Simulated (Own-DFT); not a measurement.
## Calculated data, Si$_{12}$O$_{23}$ (quartz with two neutral oxygen vacancies, atoms displaced)

All values are calculated (Own-DFT development build). A calculation, not a measurement: plane-wave PBE and HSE06 DFT by an unreviewed code, no spin, of a simulated cell at Gamma alone, so results move with cell size and shape, stress positive in tension, energies less offsets, not probed for a lower state with spin; oxygen file: force components 24 meV/angstrom off all-electron in a glass; k mesh not checked against a denser one; forces and stress are PBE's, HSE06 gives the energy alone, and its difference from PBE has offsets of its own; offsets are fitted by least squares, one for each functional and potential file, so energies compare only between cells with the same atoms and settings and are not formation energies; the far tail of each file's local potential was reset to the Coulomb form; each entry is a single point on an unrelaxed cell, so the pressure reflects the starting lattice, mostly measured values (interpolated for alloys), from which strain is counted, and rises with the displacements; printed positions are rounded, which can move forces by about a meV/angstrom; the program, named Own-DFT, is a retired in-house code; no spin-orbit coupling.

Settings shared by all entries: first functional PBE; second functional HSE06; exact exchange share 0.25; screening 0.11 1/bohr; exchange divergence Gygi-Baldereschi; potential files PseudoDojo norm-conserving, scalar-relativistic, made for PBE, standard set; wave cutoff 48 hartree; occupations fixed; k mesh 1 x 1 x 1 centred on Gamma.

(1) Si$_{12}$O$_{23}$ (quartz with two neutral oxygen vacancies, atoms displaced)

```cif
# cell vector a (Å): 9.8268 0.0000 0.0000
# cell vector b (Å): -4.9134 8.5103 0.0000
# cell vector c (Å): 0.0000 0.0000 10.8104
data_Si12O23
_symmetry_space_group_name_H-M 'P 1'
_symmetry_Int_Tables_number 1
_cell_length_a 9.8268
_cell_length_b 9.8268
_cell_length_c 10.8104
_cell_angle_alpha 90.000
_cell_angle_beta 90.000
_cell_angle_gamma 120.000
_cell_volume 904.06
loop_
_atom_site_label
_atom_site_type_symbol
_atom_site_fract_x
_atom_site_fract_y
_atom_site_fract_z
_atom_site_occupancy
Si1 Si 0.23651 0.99711 0.99829 1
Si2 Si 0.00061 0.23313 0.32971 1
Si3 Si 0.26894 0.26374 0.16551 1
O1 O 0.20784 0.13353 0.06238 1
O2 O 0.43100 0.29864 0.22627 1
O3 O 0.37692 0.07610 0.39012 1
O4 O 0.07818 0.36092 0.44145 1
O5 O 0.13301 0.20376 0.27304 1
O6 O 0.28664 0.42547 0.10165 1
Si4 Si 0.23538 0.99941 0.49638 1
Si5 Si 0.00450 0.23935 0.83221 1
Si6 Si 0.26399 0.26611 0.66285 1
O7 O 0.20772 0.13716 0.55651 1
O8 O 0.43104 0.29253 0.72832 1
O9 O 0.36280 0.06950 0.89127 1
O10 O 0.07611 0.36512 0.93861 1
O11 O 0.13617 0.20917 0.77451 1
O12 O 0.28978 0.42377 0.60934 1
Si7 Si 0.23534 0.50225 0.99513 1
Si8 Si 0.99587 0.73174 0.33298 1
Si9 Si 0.26421 0.75895 0.16955 1
O13 O 0.20731 0.63638 0.05940 1
O14 O 0.36635 0.57312 0.39032 1
O15 O 0.06911 0.86172 0.43981 1
O16 O 0.28872 0.92737 0.10773 1
Si10 Si 0.23048 0.50332 0.49355 1
Si11 Si 0.00628 0.73511 0.82927 1
Si12 Si 0.26261 0.76391 0.66814 1
O17 O 0.20842 0.63582 0.55757 1
O18 O 0.42428 0.79068 0.72693 1
O19 O 0.36341 0.57519 0.89362 1
O20 O 0.07239 0.87084 0.94108 1
O21 O 0.13288 0.70594 0.77260 1
O22 O 0.29143 0.92413 0.60664 1
Si13 Si 0.73510 0.00239 0.00046 1
Si14 Si 0.50321 0.23758 0.33787 1
Si15 Si 0.76277 0.26663 0.17062 1
O23 O 0.70602 0.13036 0.06480 1
O24 O 0.92737 0.29622 0.22774 1
O25 O 0.87232 0.07588 0.39444 1
O26 O 0.57183 0.36242 0.44025 1
O27 O 0.63435 0.20302 0.27770 1
O28 O 0.79055 0.42521 0.11048 1
Si16 Si 0.73760 0.00360 0.49723 1
Si17 Si 0.50751 0.24174 0.82679 1
Si18 Si 0.76164 0.26166 0.66688 1
O29 O 0.71053 0.14267 0.56034 1
O30 O 0.92704 0.29145 0.72170 1
O31 O 0.86147 0.07668 0.89282 1
O32 O 0.57360 0.36344 0.93913 1
O33 O 0.63568 0.21065 0.77490 1
O34 O 0.79145 0.42787 0.60745 1
Si19 Si 0.73135 0.49710 0.00116 1
Si20 Si 0.49802 0.74231 0.33297 1
Si21 Si 0.76147 0.76828 0.16336 1
O35 O 0.70631 0.63152 0.05661 1
O36 O 0.91893 0.78587 0.22943 1
O37 O 0.86293 0.57132 0.39086 1
O38 O 0.57107 0.86230 0.44252 1
O39 O 0.62523 0.69799 0.27717 1
O40 O 0.79816 0.92851 0.10521 1
Si22 Si 0.73392 0.50097 0.50183 1
Si23 Si 0.50142 0.73388 0.83127 1
Si24 Si 0.76263 0.76543 0.66527 1
O41 O 0.70029 0.63152 0.56070 1
O42 O 0.92826 0.79132 0.72632 1
O43 O 0.86064 0.56939 0.89536 1
O44 O 0.56979 0.86514 0.94039 1
O45 O 0.63181 0.70361 0.77387 1
O46 O 0.79637 0.93326 0.60458 1
```

It finds PBE energy of cell above offsets -21.713 eV; HSE06 less PBE above offsets 0.024 eV; PBE pressure 6.86 GPa; PBE stress xx -5.65 GPa; PBE stress yy -7.26 GPa; PBE stress zz -7.67 GPa; PBE stress yz -1.42 GPa; PBE stress xz 0.8 GPa; PBE stress xy 0.11 GPa.

Force:
```csv
element,x (eV/Å),y (eV/Å),z (eV/Å)
Si,-1.121,1.652,0.365
Si,0.424,1.091,0.297
Si,-1.474,1.393,0.077
O,0.309,-1.241,-1.344
O,1.083,0.032,0.784
O,-1.981,-3.119,2.005
O,-1.576,-1.085,-0.822
O,0.837,-0.029,-0.439
O,1.232,-0.88,1.465
Si,0.237,0.294,-0.098
Si,-1.199,-1.57,-0.672
Si,1.457,-0.561,2.044
O,0.607,-1.451,-1.061
O,-3.444,0.991,-3.439
O,1.557,1.864,-1.715
O,-1.036,0.566,0.443
O,0.738,-0.504,-0.277
O,-1.351,2.853,-1.892
Si,-0.865,-0.493,2.096
Si,3.117,-0.018,-2.106
Si,-0.991,1.921,3.351
O,-0.023,-1.12,-1.384
O,-0.135,-0.033,0.039
O,0.367,1.475,1.144
O,1.863,-1.468,1.713
Si,2.873,-0.518,1.96
Si,-3.956,-0.32,3.898
Si,1.225,0.166,-1.246
O,-0.906,0.445,0.3
O,0.086,0.336,-0.38
O,1.538,0.807,-1.952
O,-0.62,-1.991,-1.527
O,1.771,-1.075,-0.064
O,-0.41,0.93,-0.485
Si,-0.374,-0.898,-0.422
Si,0.043,0.07,-3.792
Si,0.828,-0.845,-0.514
O,-0.79,0.745,0.484
O,0.05,0.246,-0.19
O,-0.515,-1.084,-0.115
O,0.149,2.543,2.479
O,-0.339,-0.1,0.508
O,-0.336,0.803,-0.328
Si,-1.241,0.439,0.513
Si,-1.612,-3.025,4.285
Si,0.721,2.939,1.101
O,0.499,-3.383,-3.092
O,0.34,0.263,0.399
O,0.953,0.657,-1.004
O,-0.53,0.031,0.503
O,2.092,-0.974,-0.438
O,0.437,-0.229,0.727
Si,0.722,-0.237,0.171
Si,-1.551,-1.822,-2.99
Si,0.919,-3.019,1.732
O,-1.368,1.508,1.077
O,-1.405,0.889,-1.347
O,-0.414,-1.343,0.933
O,0.22,2.256,1.667
O,0.742,0.952,-1.484
O,-0.584,1.264,-0.417
Si,-0.111,-0.422,-0.774
Si,-1.133,0.315,1.138
Si,1.034,0.895,0.417
O,-0.196,0.115,-0.341
O,-1.341,0.254,-1.253
O,1.859,1.74,-1.793
O,0.397,0.343,0.352
O,0.916,-0.045,-0.436
O,0.681,-1.183,1.156
```

(2) Si$_{12}$O$_{23}$ (quartz with two neutral oxygen vacancies, atoms displaced)

```cif
# cell vector a (Å): 9.8268 0.0000 0.0000
# cell vector b (Å): -4.9134 8.5103 0.0000
# cell vector c (Å): 0.0000 0.0000 10.8104
data_Si12O23
_symmetry_space_group_name_H-M 'P 1'
_symmetry_Int_Tables_number 1
_cell_length_a 9.8268
_cell_length_b 9.8268
_cell_length_c 10.8104
_cell_angle_alpha 90.000
_cell_angle_beta 90.000
_cell_angle_gamma 120.000
_cell_volume 904.06
loop_
_atom_site_label
_atom_site_type_symbol
_atom_site_fract_x
_atom_site_fract_y
_atom_site_fract_z
_atom_site_occupancy
Si1 Si 0.23488 0.99588 0.00250 1
Si2 Si 0.00064 0.23893 0.33677 1
Si3 Si 0.26023 0.26616 0.17063 1
O1 O 0.20429 0.13272 0.06106 1
O2 O 0.43065 0.29876 0.22158 1
O3 O 0.36459 0.06916 0.39541 1
O4 O 0.07937 0.36996 0.43910 1
O5 O 0.13304 0.20254 0.27505 1
O6 O 0.29491 0.41980 0.11080 1
Si4 Si 0.23330 0.99959 0.49795 1
Si5 Si 0.00154 0.23846 0.83597 1
Si6 Si 0.26323 0.26088 0.66685 1
O7 O 0.20431 0.13156 0.56002 1
O8 O 0.42777 0.28833 0.72556 1
O9 O 0.36679 0.07892 0.89265 1
O10 O 0.06919 0.36636 0.94317 1
O11 O 0.13165 0.20709 0.77584 1
O12 O 0.29332 0.42714 0.61442 1
Si7 Si 0.23208 0.49970 0.99809 1
Si8 Si 0.99974 0.73745 0.33524 1
Si9 Si 0.25946 0.76137 0.16983 1
O13 O 0.20560 0.63039 0.05636 1
O14 O 0.42634 0.79224 0.22652 1
O15 O 0.36610 0.56920 0.39012 1
O16 O 0.07536 0.86496 0.44455 1
O17 O 0.12894 0.70003 0.27597 1
O18 O 0.29355 0.92597 0.10877 1
Si10 Si 0.23403 0.49991 0.50451 1
Si11 Si 0.00509 0.73653 0.83045 1
Si12 Si 0.26793 0.76229 0.67121 1
O19 O 0.20187 0.63013 0.56324 1
O20 O 0.42233 0.79082 0.72403 1
O21 O 0.07821 0.87084 0.94182 1
O22 O 0.13131 0.70344 0.77261 1
O23 O 0.29192 0.92922 0.61001 1
Si13 Si 0.72821 0.99436 0.99696 1
Si14 Si 0.50041 0.23333 0.32953 1
Si15 Si 0.76429 0.26283 0.17137 1
O24 O 0.71211 0.13568 0.05579 1
O25 O 0.92098 0.28685 0.22606 1
O26 O 0.86819 0.07391 0.39201 1
O27 O 0.57685 0.36213 0.43832 1
O28 O 0.63517 0.20415 0.27336 1
O29 O 0.79434 0.42794 0.10838 1
Si16 Si 0.73843 0.00566 0.49697 1
Si17 Si 0.50038 0.24583 0.83931 1
Si18 Si 0.76858 0.26535 0.66627 1
O30 O 0.71135 0.13546 0.56001 1
O31 O 0.92794 0.29176 0.72328 1
O32 O 0.86909 0.07850 0.89259 1
O33 O 0.56613 0.36350 0.93995 1
O34 O 0.63226 0.21018 0.77208 1
O35 O 0.79228 0.42564 0.60717 1
Si19 Si 0.73259 0.49806 0.00003 1
Si20 Si 0.49950 0.72815 0.33824 1
Si21 Si 0.76394 0.75922 0.16432 1
O36 O 0.70469 0.63290 0.05534 1
O37 O 0.92817 0.79658 0.22568 1
O38 O 0.86136 0.57127 0.38650 1
O39 O 0.57274 0.86714 0.43695 1
O40 O 0.63836 0.70676 0.27600 1
O41 O 0.79932 0.92965 0.10802 1
Si22 Si 0.73670 0.49717 0.49892 1
Si23 Si 0.50195 0.74003 0.83503 1
Si24 Si 0.76283 0.76326 0.66951 1
O42 O 0.70944 0.62975 0.55633 1
O43 O 0.92486 0.79353 0.72643 1
O44 O 0.86404 0.57185 0.89581 1
O45 O 0.57516 0.87006 0.94008 1
O46 O 0.79412 0.93092 0.61089 1
```

It finds PBE energy of cell above offsets -21.258 eV; HSE06 less PBE above offsets 0.110 eV; PBE pressure 6.9 GPa; PBE stress xx -6.94 GPa; PBE stress yy -7.8 GPa; PBE stress zz -5.96 GPa; PBE stress yz -2.74 GPa; PBE stress xz -0.85 GPa; PBE stress xy -1.15 GPa.

Force:
```csv
element,x (eV/Å),y (eV/Å),z (eV/Å)
Si,0.039,3.586,-0.152
Si,1.002,-1.171,-1.932
Si,2.937,-3.38,-0.836
O,0.277,-0.367,0.196
O,0.738,-0.582,0.99
O,1.139,1.375,-1.938
O,-0.993,-0.172,0.436
O,-1.941,-0.286,1.996
O,-2.741,4.764,-3.097
Si,1.193,0.315,2.457
Si,-0.452,-0.678,-1.257
Si,0.353,0.153,1.208
O,-0.584,0.157,-0.421
O,-1.702,0.869,-1.354
O,-0.169,-1.028,0.799
O,-0.393,0.3,0.24
O,1.102,-0.011,-0.377
O,-0.397,0.731,-0.861
Si,3.8,0.256,-0.241
Si,-0.42,-0.532,-0.632
Si,1.666,-0.015,-0.742
O,-1.574,1.877,1.692
O,0.217,-0.551,0.479
O,-1.131,-2.068,1.98
O,-1.492,-1.427,-0.893
O,-0.171,-0.082,0.261
O,0.651,-0.568,0.855
Si,1.848,0.534,-0.157
Si,-2.344,-0.184,2.331
Si,-4.302,1.476,-3.165
O,-0.126,0.158,-0.208
O,3.727,0.883,1.832
O,-1.403,-2.768,-1.924
O,0.973,-0.597,0.151
O,0.481,-1.143,0.421
Si,4.183,3.916,2.511
Si,-1.151,-0.299,0.347
Si,-0.564,0.103,-3.938
O,-0.869,0.712,0.93
O,2.415,0.811,1.287
O,0.47,0.103,-0.359
O,-0.541,-0.271,0.04
O,-1.161,-0.97,1.308
O,-0.134,-0.416,0.222
Si,-0.051,-2.435,1.21
Si,1.758,-5.56,-4.647
Si,-1.93,-0.154,1.164
O,-0.739,0.1,-0.608
O,1.208,0.615,0.596
O,-0.832,-1.767,0.712
O,0.653,4.897,4.706
O,0.059,0.235,0.397
O,0.656,0.478,0.073
Si,0.23,-0.771,0.479
Si,0.126,2.028,-2.851
Si,-0.695,1.982,0.438
O,-0.578,-0.083,-0.099
O,0.876,-0.019,0.268
O,0.407,-0.05,0.165
O,0.376,1.049,1.221
O,-0.381,-0.465,0.189
O,-0.712,-0.609,-0.775
Si,0.112,-0.388,-0.642
Si,1.223,-3.534,-1.176
Si,-2.773,-0.37,-0.308
O,-1.25,1.818,1.39
O,1.236,0.129,0.667
O,1.057,1.252,-1.511
O,-2.437,-1.732,-0.813
O,-0.056,-0.157,-0.732
```

(3) Si$_{12}$O$_{23}$ (quartz with two neutral oxygen vacancies, atoms displaced)

```cif
# cell vector a (Å): 9.8268 0.0000 0.0000
# cell vector b (Å): -4.9134 8.5103 0.0000
# cell vector c (Å): 0.0000 0.0000 10.8104
data_Si12O23
_symmetry_space_group_name_H-M 'P 1'
_symmetry_Int_Tables_number 1
_cell_length_a 9.8268
_cell_length_b 9.8268
_cell_length_c 10.8104
_cell_angle_alpha 90.000
_cell_angle_beta 90.000
_cell_angle_gamma 120.000
_cell_volume 904.06
loop_
_atom_site_label
_atom_site_type_symbol
_atom_site_fract_x
_atom_site_fract_y
_atom_site_fract_z
_atom_site_occupancy
Si1 Si 0.24227 0.00370 0.99659 1
Si2 Si 0.00054 0.24014 0.33477 1
Si3 Si 0.26793 0.26675 0.16729 1
O1 O 0.20518 0.13822 0.06003 1
O2 O 0.42688 0.29181 0.22974 1
O3 O 0.36867 0.07279 0.39208 1
O4 O 0.07399 0.36455 0.44029 1
O5 O 0.13212 0.20718 0.27558 1
O6 O 0.28865 0.42116 0.10595 1
Si4 Si 0.23669 0.00383 0.50168 1
Si5 Si 0.00165 0.22723 0.83602 1
Si6 Si 0.26888 0.26898 0.66661 1
O7 O 0.20018 0.12933 0.56264 1
O8 O 0.42660 0.28986 0.72424 1
O9 O 0.36733 0.07659 0.89177 1
O10 O 0.06953 0.36379 0.93621 1
O11 O 0.13691 0.20744 0.77242 1
O12 O 0.28543 0.42599 0.60249 1
Si7 Si 0.23254 0.49763 0.00520 1
Si8 Si 0.00188 0.74058 0.33261 1
Si9 Si 0.26491 0.76600 0.16377 1
O13 O 0.20246 0.63300 0.05722 1
O14 O 0.36762 0.57374 0.39279 1
O15 O 0.07629 0.86592 0.43803 1
O16 O 0.29314 0.92161 0.10667 1
Si10 Si 0.23206 0.49442 0.49661 1
Si11 Si 0.00309 0.73747 0.82502 1
Si12 Si 0.26649 0.76897 0.66425 1
O17 O 0.20736 0.63368 0.56353 1
O18 O 0.42332 0.79000 0.72444 1
O19 O 0.36722 0.57495 0.89853 1
O20 O 0.07274 0.86214 0.94104 1
O21 O 0.13426 0.70690 0.77127 1
O22 O 0.29091 0.92759 0.60515 1
Si13 Si 0.73864 0.00309 0.00081 1
Si14 Si 0.50008 0.23519 0.33190 1
Si15 Si 0.76822 0.26406 0.16917 1
O23 O 0.70888 0.13459 0.05874 1
O24 O 0.93037 0.29171 0.22584 1
O25 O 0.87432 0.07687 0.39637 1
O26 O 0.57425 0.36292 0.44480 1
O27 O 0.63658 0.21369 0.27659 1
O28 O 0.79128 0.42205 0.10876 1
Si16 Si 0.73648 0.00006 0.49905 1
Si17 Si 0.50211 0.24006 0.83316 1
Si18 Si 0.76839 0.26571 0.66510 1
O29 O 0.70391 0.12923 0.56038 1
O30 O 0.92613 0.29320 0.72950 1
O31 O 0.86846 0.07216 0.89182 1
O32 O 0.57095 0.36798 0.94021 1
O33 O 0.63353 0.21130 0.77309 1
O34 O 0.79222 0.43053 0.60618 1
Si19 Si 0.73423 0.49841 0.99898 1
Si20 Si 0.49603 0.73363 0.33432 1
Si21 Si 0.77027 0.76640 0.16498 1
O35 O 0.71142 0.63465 0.06022 1
O36 O 0.92698 0.79327 0.22476 1
O37 O 0.87128 0.57468 0.39467 1
O38 O 0.57442 0.86832 0.44183 1
O39 O 0.63063 0.70130 0.27019 1
O40 O 0.79679 0.92833 0.10802 1
Si22 Si 0.73958 0.50830 0.50108 1
Si23 Si 0.50652 0.73363 0.83501 1
Si24 Si 0.76998 0.76689 0.66419 1
O41 O 0.70566 0.63416 0.55946 1
O42 O 0.93072 0.79763 0.72571 1
O43 O 0.86511 0.57053 0.89158 1
O44 O 0.56886 0.86385 0.94557 1
O45 O 0.62874 0.70794 0.77637 1
O46 O 0.79082 0.92632 0.61151 1
```

The calculation gives: PBE energy of cell above offsets -21.545 eV; HSE06 less PBE above offsets -0.055 eV; PBE pressure 7.51 GPa; PBE stress xx -6.94 GPa; PBE stress yy -8.29 GPa; PBE stress zz -7.28 GPa; PBE stress yz 0.08 GPa; PBE stress xz -1.06 GPa; PBE stress xy 1.21 GPa.

Force:
```csv
element,x (eV/Å),y (eV/Å),z (eV/Å)
Si,-2.751,-1.359,1.965
Si,1.644,-1.997,-0.643
Si,-0.803,-1.259,1.528
O,1.327,-1.93,-1.338
O,-0.942,0.877,-1.534
O,-0.426,-0.506,0.434
O,-1.375,0.412,0.554
O,0.93,0.252,-0.443
O,0.376,1.097,0.771
Si,0.003,-0.31,-1.836
Si,-0.843,2.554,-1.984
Si,-0.915,-0.426,-0.98
O,-0.371,0.902,0.151
O,-0.061,0.907,-0.479
O,0.998,0.371,-1.05
O,0.686,1.289,1.678
O,0.318,-0.413,0.347
O,2.331,-1.426,2.363
Si,-0.798,0.001,-2.722
Si,3.324,-1.761,-2.312
Si,0.631,-2.749,5.04
O,-0.288,-0.384,-0.153
O,-0.283,-1.656,0.566
O,-0.293,1.682,1.806
O,-0.976,3.806,-2.006
Si,-1.237,3.824,0.404
Si,0.274,-1.608,4.061
Si,0.671,-0.887,0.569
O,0.305,-1.631,-2.003
O,1.833,0.258,1.364
O,0.217,-0.353,-0.115
O,0.458,0.882,-0.093
O,0.407,-0.192,-0.155
O,0.531,0.456,0.743
Si,-0.315,-1.796,-0.315
Si,0.4,0.395,2.599
Si,-0.917,-0.119,-0.331
O,-0.469,0.47,0.497
O,-0.812,0.676,-0.894
O,-0.519,-0.848,0.252
O,-0.118,0.663,-0.12
O,1.755,-0.711,-0.738
O,-0.487,1.074,-0.816
Si,0.526,0.264,0.503
Si,0.528,-0.65,-0.278
Si,-1.108,0.485,0.265
O,-0.361,0.776,0.178
O,0.966,-0.297,0.156
O,-0.542,-2.248,0.758
O,-0.543,0.188,0.544
O,0.896,-0.208,-0.37
O,1.175,-0.775,1.17
Si,1.139,0.399,0.624
Si,-0.427,1.69,-2.891
Si,-1.937,-0.449,0.384
O,-0.325,-0.427,-0.635
O,0.433,0.855,0.078
O,-0.054,0.177,-0.363
O,-0.39,-0.745,-0.499
O,-0.366,0.229,0.357
O,-0.149,0.748,-0.296
Si,0.227,-2.984,-1.56
Si,-6.657,0.919,1.565
Si,-1.858,-0.56,1.723
O,-1.125,1.169,0.481
O,-1.132,0.651,-1.512
O,0.464,0.963,-1.023
O,0.694,0.934,0.157
O,6.567,-0.512,-3.52
O,-0.063,0.879,-0.626
```
